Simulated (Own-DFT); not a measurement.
Hf36O71 (tetragonal hafnia with one neutral oxygen vacancy, atoms displaced) (calculated)

A calculation, not a measurement: plane-wave PBE and HSE06 DFT by an unreviewed code, no spin, of a simulated cell at Gamma alone, so results move with cell size and shape, stress positive in tension, energies less offsets, not probed for a lower state with spin; hafnium file: forces about 75 meV/angstrom off all-electron values; oxygen file: force components 24 meV/angstrom off all-electron in a glass; k mesh not checked against a denser one; forces and stress are PBE's, HSE06 gives the energy alone, and its difference from PBE has offsets of its own; offsets are fitted by least squares, one for each functional and potential file, so energies compare only between cells with the same atoms and settings and are not formation energies; the far tail of each file's local potential was reset to the Coulomb form; each entry is a single point on an unrelaxed cell, so the pressure reflects the starting lattice, taken from the Materials Project, from which strain is counted, and rises with the displacements; printed positions are rounded, which can move forces by about a meV/angstrom; the program is a retired in-house code; no spin-orbit coupling. Program: Own-DFT development build.

Settings shared by all entries: first functional PBE; second functional HSE06; exact exchange share 0.25; screening 0.11 1/bohr; exchange divergence Gygi-Baldereschi; potential files PseudoDojo norm-conserving, scalar-relativistic, made for PBE, standard set; wave cutoff 48 hartree; occupations fixed; k mesh 1 x 1 x 1 centred on Gamma.

(1) Hf36O71 (tetragonal hafnia with one neutral oxygen vacancy, atoms displaced)

```cif
# cell vector a (Å): 10.7800 0.0000 0.0000
# cell vector b (Å): 0.0000 10.7800 0.0000
# cell vector c (Å): 0.0000 0.0000 10.4493
data_Hf36O71
_symmetry_space_group_name_H-M 'P 1'
_symmetry_Int_Tables_number 1
_cell_length_a 10.7800
_cell_length_b 10.7800
_cell_length_c 10.4493
_cell_angle_alpha 90.000
_cell_angle_beta 90.000
_cell_angle_gamma 90.000
_cell_volume 1214.30
loop_
_atom_site_label
_atom_site_type_symbol
_atom_site_fract_x
_atom_site_fract_y
_atom_site_fract_z
_atom_site_occupancy
Hf1 Hf 0.99840 0.99769 0.00222 1
Hf2 Hf 0.17092 0.16760 0.25464 1
O1 O 0.99597 0.17032 0.15468 1
O2 O 0.17314 0.99418 0.34468 1
O3 O 0.99686 0.17263 0.40114 1
O4 O 0.16509 0.00012 0.09376 1
Hf3 Hf 0.00272 0.99578 0.50284 1
Hf4 Hf 0.16128 0.16203 0.74508 1
O5 O 0.99957 0.17018 0.65371 1
O6 O 0.16891 0.00152 0.84084 1
O7 O 0.99693 0.16929 0.90800 1
O8 O 0.16378 0.99660 0.59644 1
Hf5 Hf 0.99545 0.32966 0.99463 1
Hf6 Hf 0.16648 0.50165 0.25639 1
O9 O 0.00551 0.49930 0.15210 1
O10 O 0.17072 0.33621 0.35061 1
O11 O 0.99901 0.50258 0.41026 1
O12 O 0.17322 0.32654 0.09823 1
Hf7 Hf 0.00164 0.33349 0.50324 1
Hf8 Hf 0.15767 0.49726 0.75284 1
O13 O 0.99731 0.50216 0.64642 1
O14 O 0.16168 0.33264 0.84739 1
O15 O 0.00391 0.49926 0.90092 1
O16 O 0.16955 0.33512 0.59357 1
Hf9 Hf 0.99493 0.66348 0.00545 1
Hf10 Hf 0.16799 0.83984 0.25037 1
O17 O 0.00128 0.83370 0.14703 1
O18 O 0.16511 0.67135 0.35117 1
O19 O 0.99937 0.83337 0.39609 1
O20 O 0.16650 0.66494 0.09134 1
Hf11 Hf 0.99975 0.66708 0.50214 1
Hf12 Hf 0.17420 0.82782 0.73967 1
O21 O 0.00402 0.83240 0.64981 1
O22 O 0.16542 0.67316 0.84961 1
O23 O 0.99622 0.83622 0.89890 1
O24 O 0.16578 0.67241 0.59678 1
Hf13 Hf 0.33901 0.99633 0.00459 1
Hf14 Hf 0.51224 0.17034 0.25546 1
O25 O 0.33531 0.16636 0.15747 1
O26 O 0.50425 0.99691 0.34102 1
O27 O 0.33305 0.17160 0.40386 1
O28 O 0.49682 0.98766 0.09644 1
Hf15 Hf 0.33491 0.00685 0.49822 1
Hf16 Hf 0.51001 0.16907 0.74994 1
O29 O 0.33410 0.17067 0.65131 1
O30 O 0.49717 0.99880 0.85060 1
O31 O 0.32817 0.17185 0.90072 1
O32 O 0.50179 0.00044 0.59701 1
Hf17 Hf 0.33341 0.32860 0.99777 1
Hf18 Hf 0.49549 0.50538 0.25418 1
O33 O 0.33300 0.49618 0.15762 1
O34 O 0.49440 0.33890 0.34865 1
O35 O 0.33928 0.50114 0.39250 1
O36 O 0.50375 0.33169 0.10117 1
Hf19 Hf 0.34028 0.33711 0.49480 1
Hf20 Hf 0.50005 0.49679 0.74593 1
O37 O 0.32697 0.50009 0.66032 1
O38 O 0.49205 0.33304 0.84524 1
O39 O 0.33293 0.50676 0.90247 1
O40 O 0.50334 0.33895 0.59090 1
Hf21 Hf 0.32834 0.66643 0.99330 1
Hf22 Hf 0.49990 0.82732 0.24240 1
O41 O 0.32555 0.83153 0.15724 1
O42 O 0.50534 0.67191 0.34720 1
O43 O 0.33178 0.83452 0.39725 1
O44 O 0.50136 0.66292 0.10360 1
Hf23 Hf 0.32979 0.66533 0.49580 1
Hf24 Hf 0.49801 0.82668 0.75464 1
O45 O 0.33942 0.82968 0.65440 1
O46 O 0.49660 0.65787 0.84991 1
O47 O 0.33755 0.83102 0.89998 1
O48 O 0.50462 0.66532 0.60040 1
Hf25 Hf 0.65247 0.99692 0.99928 1
Hf26 Hf 0.82790 0.16920 0.24580 1
O49 O 0.67161 0.16465 0.16148 1
O50 O 0.66830 0.16495 0.40918 1
O51 O 0.83475 0.00340 0.10627 1
Hf27 Hf 0.66843 0.99860 0.49887 1
Hf28 Hf 0.83780 0.15911 0.74921 1
O52 O 0.66891 0.17628 0.65129 1
O53 O 0.83257 0.00120 0.84904 1
O54 O 0.66622 0.16821 0.90213 1
O55 O 0.82858 0.00137 0.59840 1
Hf29 Hf 0.66712 0.33282 0.00481 1
Hf30 Hf 0.82867 0.49643 0.23905 1
O56 O 0.66316 0.50419 0.15295 1
O57 O 0.83445 0.33032 0.35289 1
O58 O 0.65677 0.49075 0.39354 1
O59 O 0.82442 0.33012 0.10233 1
Hf31 Hf 0.66339 0.33951 0.49967 1
Hf32 Hf 0.83894 0.50201 0.74483 1
O60 O 0.66756 0.50147 0.65014 1
O61 O 0.83238 0.33340 0.84244 1
O62 O 0.66853 0.49775 0.90753 1
O63 O 0.84008 0.33654 0.59671 1
Hf33 Hf 0.67160 0.67078 0.99789 1
Hf34 Hf 0.83119 0.83673 0.24795 1
O64 O 0.66313 0.82374 0.14869 1
O65 O 0.82767 0.66706 0.34042 1
O66 O 0.66472 0.83228 0.40028 1
O67 O 0.84166 0.66506 0.10409 1
Hf35 Hf 0.66508 0.66341 0.50288 1
Hf36 Hf 0.84290 0.83186 0.75026 1
O68 O 0.67023 0.83874 0.65484 1
O69 O 0.83299 0.66953 0.84827 1
O70 O 0.66441 0.82827 0.90337 1
O71 O 0.83314 0.67166 0.60460 1
```

- PBE energy of cell above offsets: -98.244 eV
- HSE06 less PBE above offsets: -0.001 eV
- PBE pressure: 1.93 GPa
- PBE stress xx: -2.66 GPa
- PBE stress yy: -0.72 GPa
- PBE stress zz: -2.4 GPa
- PBE stress yz: 0.02 GPa
- PBE stress xz: 0.67 GPa
- PBE stress xy: -0.06 GPa

Force:
```
element  x (eV/Å)  y (eV/Å)  z (eV/Å)
     Hf     -0.04    -0.199     0.159
     Hf    -0.995     0.863    -1.127
      O     0.786     0.167    -0.062
      O    -0.298     2.361     1.122
      O     0.699    -2.026     0.685
      O      0.55     0.146     0.195
     Hf    -1.524     0.669    -1.461
     Hf     2.297      0.83     0.954
      O    -0.097    -0.563    -0.429
      O    -0.194    -0.832     0.031
      O    -0.075    -1.269    -1.056
      O     1.282     0.348    -0.258
     Hf     1.235     0.466     1.436
     Hf     0.249    -0.034    -1.151
      O    -0.988    -0.393    -0.019
      O    -0.046    -0.153     -0.29
      O     0.343    -0.027      -0.8
      O    -1.372    -0.012    -0.302
     Hf    -0.245     0.054    -1.099
     Hf     1.202     0.053     0.436
      O      0.91      0.46     0.701
      O    -0.227    -0.073    -0.273
      O     -0.53     0.215     -0.32
      O    -0.159     0.154     0.455
     Hf     2.084     0.957    -0.871
     Hf    -1.156    -1.657    -0.576
      O    -0.384     0.143     0.351
      O     0.324     -0.73    -0.034
      O    -0.634     0.496     0.753
      O    -0.336    -0.175     0.622
     Hf    -0.469     0.133    -1.081
     Hf    -0.709     0.805     1.792
      O    -0.349     0.331    -0.476
      O     0.026    -0.794    -0.892
      O    -0.281    -0.406     0.247
      O     0.371    -0.169      0.03
     Hf    -2.657     1.075    -1.447
     Hf    -2.134     0.218     0.537
      O     1.152    -0.644    -0.099
      O    -0.414     0.808     0.171
      O    -0.012    -0.869    -0.157
      O     0.769     0.469     0.663
     Hf     0.677    -0.627     0.054
     Hf    -1.493     -0.54    -0.143
      O     0.282    -0.423    -0.003
      O     0.535     0.401     0.133
      O     0.382    -1.734     0.573
      O     -0.54     0.351    -0.087
     Hf    -0.017     1.117     0.676
     Hf     0.444     0.245     -1.45
      O     -0.52     0.249    -0.398
      O     0.278    -1.772      0.08
      O    -0.413     1.017     1.677
      O    -0.136     -0.55    -0.306
     Hf    -1.458    -0.272     0.783
     Hf    -0.628     0.352     0.833
      O      0.71      0.26    -1.169
      O     0.534     0.133    -0.207
      O    -0.486    -1.845     0.066
      O    -0.868     0.106      1.19
     Hf     0.468    -0.584      1.31
     Hf    -0.508     0.198       1.1
      O     1.606     0.289      -1.4
      O    -0.391    -0.736     0.984
      O     0.271    -0.312     1.343
      O    -0.723      0.61    -1.012
     Hf     0.529     0.954    -0.027
     Hf     1.303     0.012    -0.444
      O    -0.256    -0.037    -0.964
      O     0.658      1.06    -0.341
      O     0.178     0.749     0.134
      O    -1.112    -0.128    -0.332
     Hf     2.499    -0.096    -0.772
     Hf     3.364     -0.79     2.499
      O    -2.485    -0.398    -2.101
      O    -0.469     0.745     -0.86
      O    -1.176    -0.659    -0.635
     Hf    -0.617     -1.06    -0.226
     Hf    -1.075     1.405     0.062
      O     0.211    -0.291     0.539
      O    -0.107    -0.527     0.105
      O     -0.56    -0.689     0.564
      O     1.845      0.21    -0.283
     Hf    -0.916     1.071    -1.207
     Hf     0.495     0.262     1.852
      O     0.575     -0.24    -0.314
      O    -0.412     1.095    -1.107
      O     0.591     1.983     0.855
      O     1.381     0.566     -0.29
     Hf     2.567    -1.098     -0.04
     Hf    -1.292    -0.773     0.736
      O     0.527    -0.117    -0.142
      O      0.47    -0.064     0.478
      O     0.011     0.114    -0.404
      O    -1.298      0.34     0.279
     Hf     -0.82    -1.942     1.134
     Hf     0.427     0.218     0.665
      O     1.251     0.679    -0.355
      O    -0.009    -0.648     0.713
      O     0.677     0.186     0.365
      O    -1.916    -0.227    -0.635
     Hf     0.635     0.591    -1.093
     Hf    -0.891     0.388     0.048
      O    -0.562    -0.458     0.355
      O     0.061    -0.771     0.456
      O    -0.322     1.537    -0.208
      O      0.09    -0.284    -0.745
```

(2) Hf36O71 (tetragonal hafnia with one neutral oxygen vacancy, atoms displaced)

```cif
# cell vector a (Å): 10.7800 0.0000 0.0000
# cell vector b (Å): 0.0000 10.7800 0.0000
# cell vector c (Å): 0.0000 0.0000 10.4493
data_Hf36O71
_symmetry_space_group_name_H-M 'P 1'
_symmetry_Int_Tables_number 1
_cell_length_a 10.7800
_cell_length_b 10.7800
_cell_length_c 10.4493
_cell_angle_alpha 90.000
_cell_angle_beta 90.000
_cell_angle_gamma 90.000
_cell_volume 1214.30
loop_
_atom_site_label
_atom_site_type_symbol
_atom_site_fract_x
_atom_site_fract_y
_atom_site_fract_z
_atom_site_occupancy
Hf1 Hf 0.01738 0.99868 0.99627 1
Hf2 Hf 0.15590 0.16141 0.24775 1
O1 O 0.00237 0.17557 0.13917 1
O2 O 0.16710 0.99685 0.35706 1
O3 O 0.99917 0.17904 0.39232 1
O4 O 0.17387 0.99251 0.09638 1
Hf3 Hf 0.99622 0.00519 0.49516 1
Hf4 Hf 0.16307 0.16358 0.75703 1
O5 O 0.99774 0.17372 0.64774 1
O6 O 0.17393 0.99107 0.86366 1
O7 O 0.99640 0.16204 0.90711 1
O8 O 0.16070 0.00243 0.60233 1
Hf5 Hf 0.00003 0.33281 0.00600 1
Hf6 Hf 0.16642 0.49325 0.24160 1
O9 O 0.99919 0.50474 0.16049 1
O10 O 0.17380 0.34281 0.35533 1
O11 O 0.99729 0.49981 0.42154 1
O12 O 0.16718 0.34160 0.10672 1
Hf7 Hf 0.00619 0.33178 0.49097 1
Hf8 Hf 0.17094 0.51133 0.74504 1
O13 O 0.99835 0.49442 0.65407 1
O14 O 0.17231 0.34215 0.83807 1
O15 O 0.00773 0.50116 0.91104 1
O16 O 0.17881 0.34087 0.58902 1
Hf9 Hf 0.99735 0.65218 0.00181 1
Hf10 Hf 0.16979 0.82302 0.25766 1
O17 O 0.00415 0.82916 0.14923 1
O18 O 0.16572 0.65072 0.35096 1
O19 O 0.00131 0.83144 0.39555 1
O20 O 0.17495 0.66836 0.09960 1
Hf11 Hf 0.00932 0.67208 0.50062 1
Hf12 Hf 0.16884 0.82922 0.75470 1
O21 O 0.00331 0.83489 0.63429 1
O22 O 0.16843 0.66349 0.84884 1
O23 O 0.99795 0.82259 0.90786 1
O24 O 0.16120 0.67519 0.60102 1
Hf13 Hf 0.33801 0.01283 0.00526 1
Hf14 Hf 0.49659 0.16475 0.23985 1
O25 O 0.32775 0.17261 0.15327 1
O26 O 0.50133 0.00123 0.36100 1
O27 O 0.33490 0.16454 0.40408 1
Hf15 Hf 0.32249 0.00186 0.50539 1
Hf16 Hf 0.50320 0.17189 0.74962 1
O28 O 0.35656 0.15967 0.65504 1
O29 O 0.50975 0.99762 0.85558 1
O30 O 0.33645 0.16135 0.89304 1
O31 O 0.50917 0.98272 0.59964 1
Hf17 Hf 0.33219 0.32709 0.99875 1
Hf18 Hf 0.49206 0.50472 0.24738 1
O32 O 0.33722 0.49798 0.15602 1
O33 O 0.50357 0.34744 0.34993 1
O34 O 0.34323 0.49708 0.40131 1
O35 O 0.50231 0.33771 0.10033 1
Hf19 Hf 0.34033 0.34612 0.48624 1
Hf20 Hf 0.50419 0.49964 0.75322 1
O36 O 0.34041 0.48596 0.65240 1
O37 O 0.49622 0.32374 0.84980 1
O38 O 0.33484 0.49580 0.89395 1
O39 O 0.50417 0.33085 0.60175 1
Hf21 Hf 0.32340 0.67145 0.00687 1
Hf22 Hf 0.52235 0.83534 0.25393 1
O40 O 0.32958 0.83020 0.14682 1
O41 O 0.50178 0.67353 0.35464 1
O42 O 0.33249 0.83586 0.40007 1
O43 O 0.49389 0.67079 0.08051 1
Hf23 Hf 0.34165 0.67936 0.50044 1
Hf24 Hf 0.49769 0.83127 0.74717 1
O44 O 0.32014 0.83803 0.64936 1
O45 O 0.50709 0.67209 0.85342 1
O46 O 0.33794 0.83126 0.91006 1
O47 O 0.50402 0.67022 0.58901 1
Hf25 Hf 0.67351 0.99364 0.99964 1
Hf26 Hf 0.83200 0.17995 0.23646 1
O48 O 0.66903 0.15834 0.15832 1
O49 O 0.83391 0.00160 0.35094 1
O50 O 0.66456 0.18272 0.38829 1
O51 O 0.83975 0.99643 0.09576 1
Hf27 Hf 0.65624 0.98571 0.50650 1
Hf28 Hf 0.83521 0.16926 0.74727 1
O52 O 0.66434 0.16401 0.64678 1
O53 O 0.83235 0.00971 0.84580 1
O54 O 0.67975 0.16494 0.90877 1
O55 O 0.83725 0.98853 0.61439 1
Hf29 Hf 0.67747 0.33046 0.99358 1
Hf30 Hf 0.85301 0.51456 0.24545 1
O56 O 0.65603 0.50013 0.14897 1
O57 O 0.83463 0.33220 0.34398 1
O58 O 0.66862 0.50782 0.39986 1
O59 O 0.82592 0.32288 0.08322 1
Hf31 Hf 0.65046 0.33595 0.51261 1
Hf32 Hf 0.84120 0.50202 0.74129 1
O60 O 0.66685 0.50086 0.64952 1
O61 O 0.83572 0.32725 0.84156 1
O62 O 0.66694 0.48344 0.90530 1
O63 O 0.82169 0.33966 0.60548 1
Hf33 Hf 0.66063 0.64696 0.99063 1
Hf34 Hf 0.83324 0.83579 0.25874 1
O64 O 0.65853 0.83668 0.14464 1
O65 O 0.84980 0.65869 0.35367 1
O66 O 0.65963 0.82672 0.40440 1
O67 O 0.83262 0.67108 0.10522 1
Hf35 Hf 0.66407 0.67815 0.51037 1
Hf36 Hf 0.82859 0.83343 0.75406 1
O68 O 0.66638 0.82523 0.64995 1
O69 O 0.82425 0.67522 0.84705 1
O70 O 0.66511 0.83311 0.89758 1
O71 O 0.80702 0.66109 0.60522 1
```

* PBE energy of cell above offsets: -87.353 eV
* HSE06 less PBE above offsets: 0.559 eV
* PBE pressure: 4.96 GPa
* PBE stress xx: -6.93 GPa
* PBE stress yy: -3.52 GPa
* PBE stress zz: -4.43 GPa
* PBE stress yz: 0.07 GPa
* PBE stress xz: 0.75 GPa
* PBE stress xy: 0.4 GPa

Force:
```
element  x (eV/Å)  y (eV/Å)  z (eV/Å)
     Hf    -2.783    -2.417     0.725
     Hf     1.543     0.282     1.595
      O     0.588    -0.256     0.633
      O    -0.543     0.655    -0.865
      O     1.039     -2.88    -0.852
      O    -0.565     1.535     1.728
     Hf    -1.138    -0.912     0.864
     Hf      0.86     0.806    -1.318
      O     1.251    -0.149     0.009
      O    -0.895     1.305    -1.787
      O     1.731     1.539    -1.241
      O     0.005     1.088     0.717
     Hf     0.006     -1.45    -1.947
     Hf      2.57     0.258     1.823
      O     3.537    -0.689    -3.429
      O    -0.789    -1.391    -1.645
      O     0.107     0.271    -2.017
      O    -0.636     -0.36    -1.255
     Hf    -0.943     1.067     2.675
     Hf     1.239    -2.717    -0.902
      O     1.469     0.926      0.48
      O    -0.826    -2.163     0.956
      O    -0.735    -1.939    -1.081
      O    -1.509    -0.956     0.518
     Hf    -0.213      5.23     1.221
     Hf     0.029     0.391     -1.44
      O     0.051     0.122     1.432
      O    -0.065     1.627      0.24
      O     0.033     0.686     0.085
      O    -4.038    -1.094     1.498
     Hf    -2.504    -0.111    -0.471
     Hf    -1.939     0.353     0.153
      O     -0.27     -0.73     1.919
      O     0.038     0.965      0.43
      O     0.335     0.743    -1.016
      O     2.594    -1.208     0.653
     Hf     1.539    -2.904     -0.01
     Hf     2.197     0.918     2.603
      O    -0.882    -0.431    -0.968
      O     0.587    -0.439    -1.595
      O    -0.358       0.2    -0.307
     Hf     1.648     1.196    -0.749
     Hf     2.072    -1.669     1.033
      O    -4.381    -1.168    -1.228
      O    -0.777     0.231    -0.431
      O    -1.198     1.074     1.069
      O    -3.317    -0.447     1.181
     Hf     1.907     1.638    -0.607
     Hf     3.654    -0.138     1.641
      O    -2.564     0.058    -1.398
      O    -0.979    -1.686    -0.262
      O    -0.528     4.361    -0.772
      O    -0.891     -1.28    -0.848
     Hf     0.018    -2.998     2.092
     Hf    -0.617    -0.846     0.143
      O    -0.008     1.851    -0.063
      O      0.15     1.961     0.378
      O     0.089     0.566     1.341
      O    -3.386     0.269     1.934
     Hf     3.325    -0.114    -2.052
     Hf    -5.015      0.15     0.614
      O     0.957     0.322     1.627
      O    -1.212    -0.194    -1.271
      O    -0.794    -0.133     0.598
      O     1.065    -0.395      1.89
     Hf    -0.596    -1.555    -1.292
     Hf     0.528     1.398     1.924
      O     2.169    -0.557    -0.021
      O     0.324    -1.849    -2.235
      O    -0.284     0.933    -1.545
      O    -3.076     0.263     2.918
     Hf    -0.102      0.83    -0.531
     Hf    -1.368    -1.018     2.825
      O    -1.251    -0.461    -1.602
      O     0.385    -0.082    -0.008
      O    -0.289    -1.562     1.492
      O     0.517    -0.255     0.178
     Hf     2.764     3.776    -1.077
     Hf    -1.588    -0.504    -0.875
      O     0.472    -0.453      0.28
      O     0.276    -2.349     0.637
      O    -0.625    -0.123    -0.518
      O    -0.423     0.678    -2.405
     Hf    -4.576    -2.159     0.554
     Hf    -8.669    -1.567     4.615
      O     2.244     0.896    -0.702
      O     1.503     1.525    -1.451
      O    -0.149     0.188      1.11
      O     4.213     0.605     2.476
     Hf     4.932     0.681    -4.741
     Hf    -2.538    -1.012    -0.513
      O    -1.396    -0.138     1.729
      O     0.844     2.298     1.264
      O    -0.106     2.612    -2.478
      O      1.59    -0.247    -0.794
     Hf    -0.202     2.031     1.532
     Hf     1.926     0.043    -1.807
      O     2.814     0.541    -0.175
      O    -0.206     2.937    -0.064
      O     1.472     1.704    -2.023
      O    -0.138    -1.057    -0.743
     Hf    -0.347    -5.024    -3.391
     Hf     0.612     2.061     -0.29
      O     -0.47      1.16     0.433
      O     0.669    -3.335     1.054
      O     0.672    -0.346     0.059
      O     6.534     0.112      1.53
```
